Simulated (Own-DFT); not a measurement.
# Point defects and the pressure they add: zincblende GaAs

Calculated, not measured: single-point runs of Own-DFT, a retired in-house plane-wave DFT program that no person has reviewed, on unrelaxed cells, without spin or spin-orbit coupling.

Method: PBE; PseudoDojo norm-conserving scalar-relativistic files; cutoff 42 hartree; 3 x 3 x 3 k mesh centred on Gamma; Fermi-Dirac smearing of 0.1 eV.

Keep in mind (not all hold for every row): not probed for a lower state with spin; forces not confirmed at this smearing and k mesh; stress not checked against mesh or cutoff.

All runs share one cell, with vectors in Å (11.737, 0.000, 0.000); (0.000, 11.737, 0.000); (0.000, 0.000, 10.833) and a volume of 1492.4 Å³, strained against the parent crystal. u is the rms random offset of the atoms per axis. The defect's site can differ from row to row.

| cell | formula | u (Å) | P (GPa) |
|---|---|---|---|
| no defect | As32Ga32 | 0.0314 | 1.27 |
| no defect | As32Ga32 | 0.0505 | 1.60 |
| no defect | As32Ga32 | 0.0523 | 1.57 |
| one As vacancy and one Ga vacancy | As31Ga31 | 0.0286 | 0.94 |
| one As vacancy and one Ga vacancy | As31Ga31 | 0.0325 | 0.99 |
| one As vacancy and one Ga vacancy | As31Ga31 | 0.0513 | 1.30 |
| one P on an As site | As31Ga32P | 0.0284 | 0.97 |
| one P on an As site | As31Ga32P | 0.0295 | 1.00 |
| one P on an As site | As31Ga32P | 0.0318 | 1.04 |
| one Al on a Ga site | AlAs32Ga31 | 0.0303 | 1.25 |
| one Al on a Ga site | AlAs32Ga31 | 0.0478 | 1.53 |
| one Al on a Ga site | AlAs32Ga31 | 0.0493 | 1.54 |
| one In on a Ga site | As32Ga31In | 0.0471 | 2.05 |
| one In on a Ga site | As32Ga31In | 0.0488 | ? |
| one In on a Ga site | As32Ga31In | 0.0490 | 2.19 |
| one In on a Ga site | As32Ga31In | 0.0519 | 2.14 |

## Worked fit

P = P0 + c u² + a shift for each defect gives P0 = 1.08 GPa, c = 192 ± 15 GPa/Å² and a scatter of 0.04 GPa. The shifts, and each times the cell's volume:

- one In on a Ga site: 0.58 ± 0.03 GPa, 5.4 eV
- one Al on a Ga site: 0.00 ± 0.03 GPa, 0.0 eV (not resolved)
- one P on an As site: -0.25 ± 0.03 GPa, -2.3 eV
- one As vacancy and one Ga vacancy: -0.29 ± 0.03 GPa, -2.7 eV

A positive shift means that the defect pushes the cell outwards. Shift times volume (160.2 GPa Å³ is 1 eV) depends little on the cell's size, so, taken for each site, it can be compared between cells at like pressure. The atoms around the defects weren't relaxed, which would change these numbers.

## Prediction

Q: what pressure belongs in the blank (one In on a Ga site, u = 0.0488 Å)?

The fit gives 2.12 ± 0.04 GPa. Computed: 2.15 GPa.
